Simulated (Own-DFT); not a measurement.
# Which defects push the lattice out? C40 NbSi2

Everything here is calculated. The program is Own-DFT (plane waves, in-house, since retired, never reviewed by a person); positions were held fixed, and spin and spin-orbit coupling were off.

Method: PBE; PseudoDojo norm-conserving scalar-relativistic files; cutoff 42 hartree; 4 x 4 x 5 k mesh centred on Gamma; cold (Marzari-Vanderbilt) smearing of 0.2 eV.

Limits: forces on such cells failed a check on a denser k mesh; stress not checked against mesh or cutoff.

All runs share one cell, with vectors in Å (0.000, 8.324, 0.000); (-9.613, 0.000, 0.000); (0.000, 0.000, 6.586) and a volume of 527.0 Å³. u is the rms random offset of the atoms per axis. The defect's site can differ from row to row.

| cell | formula | u (Å) | P (GPa) |
|---|---|---|---|
| no defect | Nb12Si24 | 0.0220 | 1.61 |
| no defect | Nb12Si24 | 0.0515 | 2.86 |
| no defect | Nb12Si24 | 0.0517 | 2.60 |
| two Nb on a Si site each | Nb14Si22 | 0.0316 | 7.70 |
| two Nb on a Si site each | Nb14Si22 | 0.0322 | 7.58 |
| two Nb on a Si site each | Nb14Si22 | 0.0509 | 8.70 |
| one Si vacancy | Nb12Si23 | 0.0297 | 0.94 |
| one Si vacancy | Nb12Si23 | 0.0307 | 1.00 |
| one Si vacancy | Nb12Si23 | 0.0556 | 2.33 |
| two Si on a Nb site each | Nb10Si26 | 0.0288 | 1.51 |
| two Si on a Nb site each | Nb10Si26 | 0.0328 | 1.54 |
| two Si on a Nb site each | Nb10Si26 | 0.0513 | 2.03 |
| two Nb vacancies | Nb10Si24 | 0.0282 | -0.07 |
| two Nb vacancies | Nb10Si24 | 0.0285 | -0.18 |
| two Nb vacancies | Nb10Si24 | 0.0478 | ? |
| two Nb vacancies | Nb10Si24 | 0.0556 | 0.69 |

## Fit

P = P0 + c u² + a shift for each defect gives P0 = 1.41 GPa, c = 488 ± 50 GPa/Å² and a scatter of 0.18 GPa. The shifts, and each times the cell's volume:

- two Nb on a Si site each: 5.83 ± 0.15 GPa, 19.2 eV (9.6 eV for each of its 2 sites)
- two Si on a Nb site each: -0.46 ± 0.15 GPa, -1.5 eV (-0.8 eV for each of its 2 sites)
- one Si vacancy: -0.79 ± 0.15 GPa, -2.6 eV
- two Nb vacancies: -2.03 ± 0.15 GPa, -6.7 eV (-3.3 eV for each of its 2 sites)

A positive shift means that the defect pushes the cell outwards. Shift times volume (160.2 GPa Å³ is 1 eV) depends little on the cell's size, so, taken for each site, it can be compared between cells at like pressure. The atoms around the defects weren't relaxed, which would change these numbers.

## Check

Q: what pressure belongs in the blank (two Nb vacancies, u = 0.0478 Å)?

From the fit: 0.50 ± 0.21 GPa. DFT gave 0.19 GPa.
